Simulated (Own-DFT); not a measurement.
# What a defect does to the pressure of its cell: C40 NbSi2

Calculated, not measured: single-point runs of Own-DFT, a retired in-house plane-wave DFT program that no person has reviewed, on unrelaxed cells, without spin or spin-orbit coupling.

All runs used: PBE; PseudoDojo norm-conserving scalar-relativistic files; cutoff 42 hartree; 4 x 4 x 5 k mesh centred on Gamma; cold (Marzari-Vanderbilt) smearing of 0.2 eV.

Known weak points: forces on such cells failed a check on a denser k mesh; stress not checked against mesh or cutoff.

All runs share one cell, with vectors in Å (0.000, 8.324, 0.000); (-9.613, 0.000, 0.000); (0.000, 0.000, 6.586) and a volume of 527.0 Å³. The atoms are randomly displaced, by u rms on each axis. The defect's site can differ from row to row.

```
                    cell   formula   u (Å)  P (GPa)
               no defect  Nb12Si24  0.0207     1.51
               no defect  Nb12Si24  0.0491     2.56
               no defect  Nb12Si24  0.0542     3.01
          one Si vacancy  Nb12Si23  0.0296     0.93
          one Si vacancy  Nb12Si23  0.0326     0.93
          one Si vacancy  Nb12Si23  0.0486     1.80
          one Si vacancy  Nb12Si23  0.0513        ?
two Nb on a Si site each  Nb14Si22  0.0285     7.60
two Nb on a Si site each  Nb14Si22  0.0329     7.73
two Nb on a Si site each  Nb14Si22  0.0412     7.85
        two Nb vacancies  Nb10Si24  0.0311    -0.09
        two Nb vacancies  Nb10Si24  0.0450    -0.10
        two Nb vacancies  Nb10Si24  0.0603     1.83
two Si on a Nb site each  Nb10Si26  0.0260     1.37
two Si on a Nb site each  Nb10Si26  0.0517     2.68
two Si on a Nb site each  Nb10Si26  0.0548     2.84
```

## Worked fit

P = P0 + c u² + a shift for each defect gives P0 = 1.12 GPa, c = 642 ± 70 GPa/Å² and a scatter of 0.24 GPa. The shifts, and each times the cell's volume:

- two Nb on a Si site each: 5.84 ± 0.20 GPa, 19.2 eV (9.6 eV for each of its 2 sites)
- two Si on a Nb site each: -0.19 ± 0.20 GPa, -0.6 eV (-0.3 eV for each of its 2 sites) (not resolved)
- one Si vacancy: -0.82 ± 0.20 GPa, -2.7 eV
- two Nb vacancies: -1.99 ± 0.20 GPa, -6.5 eV (-3.3 eV for each of its 2 sites)

A positive shift means that the defect pushes the cell outwards. Shift times volume (160.2 GPa Å³ is 1 eV) depends little on the cell's size, so, taken for each site, it can be compared between cells at like pressure. The atoms around the defects weren't relaxed, which would change these numbers.

## Test on the hidden row

Asked: what pressure belongs in the blank (one Si vacancy, u = 0.0513 Å)?

From the fit: 1.99 ± 0.29 GPa. The hidden result is 1.91 GPa.
